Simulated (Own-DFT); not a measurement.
# Computed records: Si3N4 (beta silicon nitride, atoms displaced)

All values are calculated (Own-DFT development build). A calculation, not a measurement: plane-wave PBE density functional theory by an unreviewed code, no spin, of a simulated periodic cell, stress positive in tension, free energy of the whole cell less one offset for each atom, forces on such cells passed a denser k mesh, this cell's mesh not checked; offsets are fitted by least squares, one for each functional and potential file, so energies compare only between cells with the same atoms and settings and are not formation energies; the far tail of each file's local potential was reset to the Coulomb form; each entry is a single point on an unrelaxed cell, so the pressure reflects the starting lattice, mostly measured values (interpolated for alloys), from which strain is counted, and rises with the displacements; printed positions are rounded, which can move forces by about a meV/angstrom; the program, named Own-DFT, is a retired in-house code; no spin-orbit coupling.

Si3N4 (beta silicon nitride, atoms displaced)

```
Si3N4
1.0
      7.6060     0.0000     0.0000
     -3.8030     6.5870     0.0000
      0.0000     0.0000     8.7270
Si N Si N Si N
6 8 6 8 6 8
Direct
  0.15860 0.76227 0.07559
  0.20866 0.37173 0.07479
  0.60402 0.85098 0.07589
  0.82596 0.22564 0.25934
  0.78452 0.60557 0.25390
  0.39720 0.19631 0.26226
  0.32299 0.01978 0.07370
  0.97725 0.32086 0.10276
  0.66589 0.66080 0.07795
  0.63868 0.97636 0.24116
  0.05368 0.69255 0.24540
  0.30764 0.34069 0.25390
  0.30754 0.65432 0.07417
  0.68789 0.34412 0.23771
  0.15831 0.75206 0.42318
  0.23266 0.40645 0.41130
  0.60339 0.81737 0.39922
  0.83350 0.23537 0.58000
  0.77851 0.61585 0.57287
  0.40188 0.16124 0.57265
  0.33444 0.02833 0.41172
  0.98233 0.31470 0.41526
  0.72078 0.67550 0.40244
  0.65865 0.96710 0.58548
  0.01790 0.69649 0.56498
  0.29802 0.34381 0.58649
  0.32861 0.63461 0.41659
  0.65195 0.33182 0.58670
  0.19069 0.79403 0.74169
  0.23659 0.41820 0.75457
  0.58973 0.81218 0.76368
  0.80384 0.22230 0.91288
  0.76300 0.58244 0.91730
  0.40970 0.15781 0.90508
  0.34583 0.03428 0.75599
  0.98315 0.28218 0.76026
  0.69414 0.67410 0.75564
  0.68616 0.99324 0.90622
  0.02799 0.67982 0.91453
  0.28897 0.31653 0.89769
  0.33509 0.65866 0.73533
  0.66325 0.31125 0.92987
```

* functional: PBE
* potential files: PseudoDojo norm-conserving, scalar-relativistic, standard set
* wave cutoff: 42 hartree
* occupations: Fermi-Dirac
* smearing width: 0.1 eV
* k mesh: 3 x 3 x 3 centred on Gamma
* free energy of cell above offsets: 7.825 eV
* pressure: 13.75 GPa
* stress xx: -13.2 GPa
* stress yy: -16.28 GPa
* stress zz: -11.76 GPa
* stress yz: -1.46 GPa
* stress xz: 2.1 GPa
* stress xy: 1.46 GPa

Force:
```
element  x (eV/Å)  y (eV/Å)  z (eV/Å)
     Si     4.034     0.906     0.428
     Si     2.198     5.023    -0.625
     Si    -3.361    -4.304    -0.952
     Si    -0.807     2.012    -1.457
     Si     2.753    -2.915    -6.945
     Si     7.738    -4.411    -3.697
      N    -0.849     2.151     1.197
      N    -2.391    -3.797    -2.594
      N     4.006    -0.071     0.832
      N     2.182    -0.635     2.203
      N    -5.057    -0.494     2.312
      N    -2.771      0.82    -2.428
      N     4.499     0.689    -0.699
      N    -4.041    -0.086     1.673
     Si     7.104     2.038    -7.113
     Si     1.064    -5.509     2.888
     Si    -4.359      0.41     2.919
     Si    -0.594    -0.889     2.364
     Si    -3.779    -4.736     3.599
     Si    -1.846     3.801     2.643
      N     -0.87    -2.135     0.219
      N    -2.427    -2.385     0.881
      N     -3.31     2.514     3.347
      N     1.142    -0.636    -1.595
      N     1.384     1.355     6.942
      N     3.005    -3.165    -1.742
      N     -1.49     12.01    -0.116
      N      3.14     2.359    -0.451
     Si     0.111    -6.865     1.571
     Si     0.014    -3.088     -2.58
     Si    -2.554     3.489    -3.536
     Si     9.147     7.177     0.422
     Si    -0.619     0.006     0.634
     Si      -2.9     4.505      7.43
      N    -0.383    -2.206    -7.527
      N     -4.84    -0.135    -1.714
      N     4.828     -2.51    -1.416
      N    -0.507    -10.04     1.453
      N    -2.603      0.35    -3.627
      N     3.143    -1.519     4.937
      N    -2.869     5.583     0.745
      N    -6.265     5.329    -0.826
```
